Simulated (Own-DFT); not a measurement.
In3GaP4 (zincblende random alloy, atoms displaced) (calculated)

Computed with Own-DFT development build. A calculation, not a measurement: plane-wave PBE density functional theory by an unreviewed code, no spin, of a simulated periodic cell, stress positive in tension, free energy of the whole cell less one offset for each atom, forces on such cells passed a denser k mesh, this cell's mesh not checked; offsets are fitted by least squares, one for each functional and potential file, so energies compare only between cells with the same atoms and settings and are not formation energies; the far tail of each file's local potential was reset to the Coulomb form; each entry is a single point on an unrelaxed cell, so the pressure reflects the starting lattice, mostly measured values, from which strain is counted, and rises with the displacements; printed positions are rounded, which can move forces by about a meV/angstrom; the program is a retired in-house code; no spin-orbit coupling; before rounding, a Quantum ESPRESSO 7.3.1 run of the same cell and cutoff gave forces within 1 meV/angstrom rms on each cell, which checks the program and not the settings.

Common to all runs: functional PBE; potential files PseudoDojo norm-conserving, scalar-relativistic, standard set; wave cutoff 42 hartree; occupations Fermi-Dirac; smearing width 0.1 eV; k mesh 3 x 3 x 3 centred on Gamma.

(1) In3GaP4 (zincblende random alloy, atoms displaced)

```
cell vectors (Å)
  11.5283     0.0000     0.0000
   0.0000    11.5283     0.0000
   0.0000     0.0000    11.5283
atoms (fractions of the cell vectors)
In  0.00224  0.00077  0.00075
In  0.00527  0.25011  0.25014
In  0.24928  0.00204  0.24457
In  0.25081  0.24949  0.00153
P   0.12667  0.11873  0.12270
P   0.12542  0.36588  0.37411
P   0.37443  0.12512  0.37311
P   0.37398  0.37478  0.12738
In  0.99668  0.99815  0.49926
In  0.99814  0.24523  0.74812
In  0.25151  0.99923  0.75002
Ga  0.24926  0.25143  0.49967
P   0.13149  0.12367  0.62312
P   0.12128  0.37764  0.87341
P   0.37809  0.11932  0.87588
P   0.37386  0.37909  0.62007
In  0.00272  0.49838  0.99984
Ga  0.00085  0.74956  0.24939
Ga  0.25011  0.50132  0.24997
In  0.24941  0.75666  0.99639
P   0.12540  0.63040  0.12457
P   0.12154  0.87439  0.37276
P   0.37267  0.62354  0.37601
P   0.36994  0.87012  0.12005
In  0.00078  0.49791  0.49954
Ga  0.00359  0.74876  0.74930
Ga  0.24827  0.49535  0.75340
In  0.24866  0.75024  0.49995
P   0.12549  0.62773  0.62776
P   0.12292  0.87440  0.87289
P   0.37281  0.62251  0.87950
P   0.37343  0.87215  0.62533
In  0.49705  0.00198  0.00041
Ga  0.49954  0.25098  0.25371
In  0.74938  0.00246  0.25044
Ga  0.74932  0.25189  0.99813
P   0.62649  0.12016  0.12408
P   0.62463  0.37275  0.37576
P   0.87584  0.12078  0.37877
P   0.87271  0.37097  0.12561
In  0.49993  0.99832  0.50767
In  0.50355  0.24924  0.74778
In  0.75232  0.99681  0.75234
In  0.74887  0.24947  0.49658
P   0.62393  0.12990  0.62312
P   0.62454  0.37078  0.87626
P   0.87863  0.12556  0.87414
P   0.86904  0.37666  0.62791
In  0.50683  0.49893  0.99918
In  0.50101  0.75180  0.24835
In  0.75521  0.49795  0.25424
In  0.74550  0.75045  0.99894
P   0.62650  0.62900  0.12506
P   0.62264  0.87478  0.37611
P   0.87362  0.62190  0.37576
P   0.87647  0.87337  0.12618
Ga  0.50244  0.49698  0.49877
In  0.49475  0.75126  0.75128
In  0.74882  0.49780  0.75228
In  0.74815  0.75045  0.50019
P   0.62095  0.62658  0.62599
P   0.61719  0.87471  0.87508
P   0.87575  0.62458  0.87554
P   0.87331  0.87166  0.62559
```

- free energy of cell above offsets: -32.013 eV
- pressure: 3.86 GPa
- stress xx: -3.85 GPa
- stress yy: -3.81 GPa
- stress zz: -3.92 GPa
- stress yz: -0.4 GPa
- stress xz: -0.38 GPa
- stress xy: 0.03 GPa

Force:
```
element  x (eV/Å)  y (eV/Å)  z (eV/Å)
     In     -0.52    -0.481     -0.15
     In    -0.763    -0.884    -0.438
     In     0.373    -0.657     0.696
     In    -0.026      0.06    -0.426
      P     -0.28     1.067    -0.052
      P     1.556     1.221     0.503
      P     0.175     1.008     0.398
      P     0.359     0.211      1.11
     In     0.575    -0.216     0.506
     In     0.419     0.563      -0.5
     In    -0.042    -0.134     0.055
     Ga     0.338    -0.204    -0.101
      P    -0.007     0.722    -0.748
      P      1.12    -0.288    -0.701
      P    -0.489     1.104    -0.453
      P    -0.515      0.13    -0.042
     In    -0.434      0.43      0.51
     Ga    -0.168    -0.088     0.062
     Ga    -0.063    -0.045     0.051
     In    -0.436    -0.982    -0.264
      P    -0.039    -0.457      1.28
      P    -0.275    -0.544    -0.643
      P     0.405    -1.223    -0.218
      P     0.839     0.821     0.792
     In     0.167    -0.081     0.283
     Ga    -0.405    -0.081     0.099
     Ga     0.142     0.493    -0.224
     In    -0.165    -0.039    -0.242
      P    -0.072     -0.56     1.111
      P    -0.774    -0.375    -0.907
      P    -0.522    -0.755    -0.924
      P    -0.192     0.218     -0.06
     In     0.215     -0.55     0.533
     Ga    -0.079    -0.152    -0.284
     In     0.269    -0.565     0.178
     Ga     0.085    -0.429     0.193
      P    -0.225     2.059    -0.059
      P    -1.393     0.324    -0.315
      P    -0.057     0.754    -0.638
      P    -0.243    -0.526    -0.832
     In    -0.179     0.275    -0.644
     In    -0.968     0.207     0.098
     In    -0.516     0.301    -0.065
     In     0.379     0.031     0.276
      P     0.645    -0.849     0.261
      P      0.85    -0.513      0.55
      P    -1.198     0.335     1.027
      P      0.63    -0.492    -0.541
     In    -0.583       0.1      0.51
     In     -0.53    -0.238     0.176
     In    -0.779     0.049    -0.619
     In     0.601     0.282    -0.233
      P     0.123    -0.837     0.431
      P     0.096      0.32     -0.03
      P     1.088     1.211    -0.373
      P     0.387    -0.514     0.493
     Ga    -0.242     0.399    -0.016
     In     -0.07    -0.632     0.061
     In    -0.267     0.608     0.065
     In    -0.055    -0.342     -0.11
      P    -0.412    -0.982    -0.563
      P     0.633       0.2    -0.028
      P     0.542      0.77    -0.625
      P     0.973    -0.557     0.761
```

(2) In3GaP4 (zincblende random alloy, atoms displaced)

```
cell vectors (Å)
  11.5283     0.0000     0.0000
   0.0000    11.5283     0.0000
   0.0000     0.0000    11.5283
atoms (fractions of the cell vectors)
In  0.99947  0.99982  0.00093
In  0.00119  0.25067  0.25321
In  0.24941  0.00212  0.24676
In  0.25361  0.25143  0.99567
P   0.12448  0.12753  0.12249
P   0.12710  0.37350  0.37327
P   0.37570  0.12415  0.37484
P   0.37266  0.37162  0.12367
In  0.99993  0.99654  0.49978
In  0.00131  0.25134  0.74924
In  0.24978  0.00168  0.74942
In  0.24804  0.25304  0.49491
P   0.12244  0.12724  0.62609
P   0.12243  0.37372  0.87616
P   0.37199  0.12150  0.87251
P   0.37378  0.37050  0.62460
Ga  0.99941  0.49845  0.99685
In  0.99346  0.74889  0.25170
In  0.24822  0.49962  0.25470
In  0.25129  0.75036  0.99962
P   0.12656  0.62406  0.11801
P   0.12188  0.87396  0.37631
P   0.37909  0.62259  0.37457
P   0.37638  0.87148  0.12756
In  0.00217  0.49851  0.50174
In  0.99408  0.74866  0.75170
Ga  0.24675  0.49793  0.75283
Ga  0.25402  0.74825  0.50487
P   0.13113  0.62157  0.62598
P   0.12494  0.87208  0.87803
P   0.37148  0.62656  0.87628
P   0.37097  0.87540  0.62276
In  0.50414  0.99873  0.99944
In  0.50196  0.24966  0.24691
Ga  0.74788  0.00321  0.25027
In  0.75420  0.24671  0.00069
P   0.61956  0.12332  0.12926
P   0.62660  0.37669  0.36998
P   0.87548  0.12256  0.37418
P   0.87965  0.37459  0.12331
In  0.49640  0.00219  0.49639
Ga  0.50174  0.24439  0.74471
In  0.74964  0.00315  0.75273
In  0.74844  0.25130  0.50039
P   0.62494  0.12264  0.62430
P   0.62760  0.37716  0.87308
P   0.87446  0.13134  0.87514
P   0.87200  0.37192  0.62639
Ga  0.49759  0.50008  0.00163
In  0.49793  0.74491  0.24788
In  0.75053  0.49751  0.25084
Ga  0.74814  0.75157  0.00216
P   0.62121  0.62957  0.12852
P   0.62320  0.87657  0.37508
P   0.87309  0.62291  0.37503
P   0.87888  0.87185  0.12123
Ga  0.50578  0.50428  0.50514
In  0.50143  0.75326  0.74391
In  0.74767  0.50301  0.74773
In  0.74941  0.74855  0.49617
P   0.62776  0.62227  0.61994
P   0.62311  0.87229  0.87408
P   0.87519  0.62712  0.87389
P   0.87419  0.87259  0.62335
```

* free energy of cell above offsets: -31.526 eV
* pressure: 3.99 GPa
* stress xx: -3.95 GPa
* stress yy: -4 GPa
* stress zz: -4.03 GPa
* stress yz: -0.1 GPa
* stress xz: -0.16 GPa
* stress xy: 0.03 GPa

Force:
```
element  x (eV/Å)  y (eV/Å)  z (eV/Å)
     In     0.092     0.252    -0.416
     In    -0.124    -0.253    -0.382
     In    -0.118    -0.351     0.219
     In    -0.337    -0.221     0.045
      P     0.103     0.081     0.033
      P    -0.635      0.35     0.192
      P    -0.369      0.51    -0.421
      P     0.854     1.181     -0.25
     In    -0.017     0.305      0.26
     In    -0.182     0.091     0.015
     In    -0.661    -0.474    -0.072
     In     0.314    -0.649     0.552
      P     0.268    -0.232    -0.502
      P     0.138     1.514    -0.115
      P     1.484     0.823     -0.35
      P     0.931     1.065     0.787
     Ga     0.092     0.232     0.134
     In     0.853     -0.37    -0.274
     In     0.211     0.303    -0.846
     In     0.026      0.16      0.19
      P    -1.118    -0.759     0.327
      P     1.271    -0.876     0.265
      P    -0.303    -0.046      1.86
      P    -0.151     0.538     -0.35
     In    -0.147    -0.042     0.034
     In      1.05     0.222    -0.417
     Ga     0.405    -0.047     0.023
     Ga    -0.258    -0.117    -0.514
      P     0.657     0.361     0.212
      P    -0.161     0.415    -0.608
      P     0.697    -1.518    -0.633
      P    -0.294    -0.476    -0.633
     In    -0.687    -0.146      0.06
     In    -0.585     0.376     0.561
     Ga     0.133    -0.435    -0.061
     In    -0.923     0.552     0.458
      P     1.712    -0.638      -0.1
      P    -1.049      0.27     1.352
      P    -0.856    -0.409    -0.488
      P     0.332     0.779     -0.49
     In     0.258    -0.367     0.408
     Ga    -0.162       0.4     0.379
     In     0.243    -0.399    -0.051
     In    -0.076    -0.218    -0.375
      P    -0.728     0.633     0.439
      P    -1.617    -0.484     0.402
      P     0.482    -0.966    -0.202
      P     0.311     0.496    -0.126
     Ga     0.057     0.022    -0.234
     In     0.006     0.894     0.721
     In     0.187     0.389    -0.795
     Ga     0.026    -0.173    -0.091
      P     0.952    -0.999    -1.977
      P     0.642     0.408    -0.922
      P     0.292    -0.289     0.186
      P    -2.146     0.385     0.271
     Ga    -0.586    -0.682    -0.495
     In     -0.39    -0.745     0.164
     In     0.398    -0.232     0.319
     In    -0.022     0.381    -0.041
      P    -0.941      0.03    -0.258
      P     1.118    -0.471     0.594
      P    -0.598    -0.586     1.755
      P    -0.353     0.247     0.269
```

(3) In3GaP4 (zincblende random alloy, atoms displaced)

```
cell vectors (Å)
  11.5283     0.0000     0.0000
   0.0000    11.5283     0.0000
   0.0000     0.0000    11.5283
atoms (fractions of the cell vectors)
In  0.99971  0.99957  0.00055
In  0.00111  0.24822  0.24941
In  0.24768  0.00018  0.24679
In  0.25043  0.25362  0.00173
P   0.12387  0.12655  0.12494
P   0.12470  0.37647  0.36842
P   0.37564  0.12550  0.37263
P   0.37133  0.37086  0.12751
Ga  0.99544  0.00149  0.49861
In  0.99683  0.24765  0.74756
In  0.24841  0.00304  0.75301
Ga  0.25030  0.24452  0.49755
P   0.12612  0.12493  0.62636
P   0.12850  0.37599  0.87735
P   0.37868  0.12413  0.87373
P   0.37633  0.37808  0.62579
In  0.99294  0.49982  0.99800
In  0.99885  0.74661  0.25322
In  0.24873  0.50038  0.24943
In  0.25285  0.74804  0.99971
P   0.12377  0.62652  0.12221
P   0.12223  0.87545  0.37646
P   0.37615  0.62122  0.37350
P   0.37182  0.87710  0.12426
In  0.00033  0.49607  0.50118
Ga  0.99780  0.75495  0.74750
In  0.25114  0.50029  0.74914
Ga  0.25020  0.75173  0.50242
P   0.12251  0.62485  0.62504
P   0.12584  0.87650  0.87487
P   0.37083  0.62722  0.87658
P   0.37886  0.87340  0.62714
In  0.49751  0.00264  0.99787
Ga  0.50376  0.24891  0.24879
Ga  0.75290  0.00026  0.25595
In  0.75316  0.25083  0.99626
P   0.62475  0.12761  0.11820
P   0.62763  0.37023  0.37289
P   0.87561  0.12654  0.37581
P   0.87744  0.37480  0.12217
In  0.50489  0.00384  0.49834
In  0.50055  0.25332  0.74996
In  0.74659  0.00049  0.74594
In  0.75217  0.24835  0.50227
P   0.62611  0.12257  0.62529
P   0.62812  0.37334  0.87256
P   0.87552  0.12594  0.87649
P   0.87698  0.37902  0.62396
Ga  0.50092  0.49858  0.99819
In  0.49860  0.74621  0.25341
Ga  0.74995  0.49372  0.24918
In  0.74892  0.74858  0.00164
P   0.62435  0.62241  0.12870
P   0.62594  0.87451  0.37512
P   0.86894  0.62851  0.37526
P   0.87265  0.87582  0.12551
In  0.50322  0.49620  0.50047
In  0.50050  0.74975  0.75149
In  0.74849  0.49993  0.75424
In  0.74576  0.75119  0.50422
P   0.62580  0.62377  0.62480
P   0.62845  0.87779  0.87596
P   0.87726  0.62251  0.87880
P   0.87819  0.87010  0.61942
```

* free energy of cell above offsets: -31.379 eV
* pressure: 4.03 GPa
* stress xx: -4.05 GPa
* stress yy: -4.04 GPa
* stress zz: -4.02 GPa
* stress yz: 0.33 GPa
* stress xz: 0.06 GPa
* stress xy: -0.18 GPa

Force:
```
element  x (eV/Å)  y (eV/Å)  z (eV/Å)
     In    -0.053    -0.074     0.096
     In    -0.192     0.173    -0.061
     In    -0.119         0     0.499
     In     0.048    -0.727    -0.366
      P      0.11    -0.149     -0.34
      P     0.552    -0.956     1.452
      P     0.072     1.147     0.001
      P     2.127     0.504     0.103
     Ga     0.532    -0.167     0.041
     In     0.452       0.5     0.319
     In     0.414    -0.431    -0.406
     Ga    -0.017     0.469    -0.017
      P    -0.251    -0.008    -1.744
      P    -0.706    -0.063    -0.471
      P    -0.589     0.681    -0.022
      P    -0.829    -1.153    -0.889
     In     1.359    -0.185     0.329
     In    -0.038     0.286    -0.323
     In     0.087     0.316      -0.4
     In    -0.611     0.475     0.271
      P    -0.154    -0.262     0.129
      P     0.247     0.135     1.262
      P    -0.873     0.687     1.245
      P     0.647    -0.328     0.105
     In     0.084     0.731    -0.812
     Ga     0.367    -0.401     0.254
     In     -0.32     0.178     0.086
     Ga     0.007    -0.092    -0.059
      P     0.185     1.434     0.068
      P    -0.821    -0.934    -0.552
      P     1.495    -1.169     0.233
      P    -0.992    -0.006     -0.94
     In     0.289    -0.532     0.346
     Ga     -0.19    -0.016    -0.182
     Ga    -0.256    -0.025    -0.561
     In     -0.17     0.105     0.432
      P     0.201     -0.17     1.997
      P    -0.091     0.103    -1.137
      P     0.009    -1.449    -0.014
      P     -1.03     0.297      1.17
     In    -0.677    -0.455    -0.085
     In    -0.074    -0.341     -0.21
     In     1.049     -0.39     0.319
     In    -0.052     0.205     0.085
      P    -0.224     0.843    -0.018
      P    -1.057     0.748     1.024
      P    -0.067    -0.515    -0.562
      P     -0.59    -0.484     0.472
     Ga    -0.202    -0.012     0.284
     In    -0.052      0.56    -0.424
     Ga     0.115      0.35     0.034
     In    -0.032    -0.047     0.071
      P     0.047     -1.42    -0.372
      P     0.541     0.776    -0.779
      P    -0.413    -1.504    -0.402
      P     -0.38     0.586     0.936
     In    -0.004     0.177    -0.393
     In     0.229    -0.125     0.255
     In     0.425     0.358    -0.463
     In     0.099    -0.201    -0.468
      P    -0.218    -0.121     0.381
      P    -0.358    -0.377     0.011
      P    -0.025     1.572    -1.506
      P     0.936     0.894     0.672
```
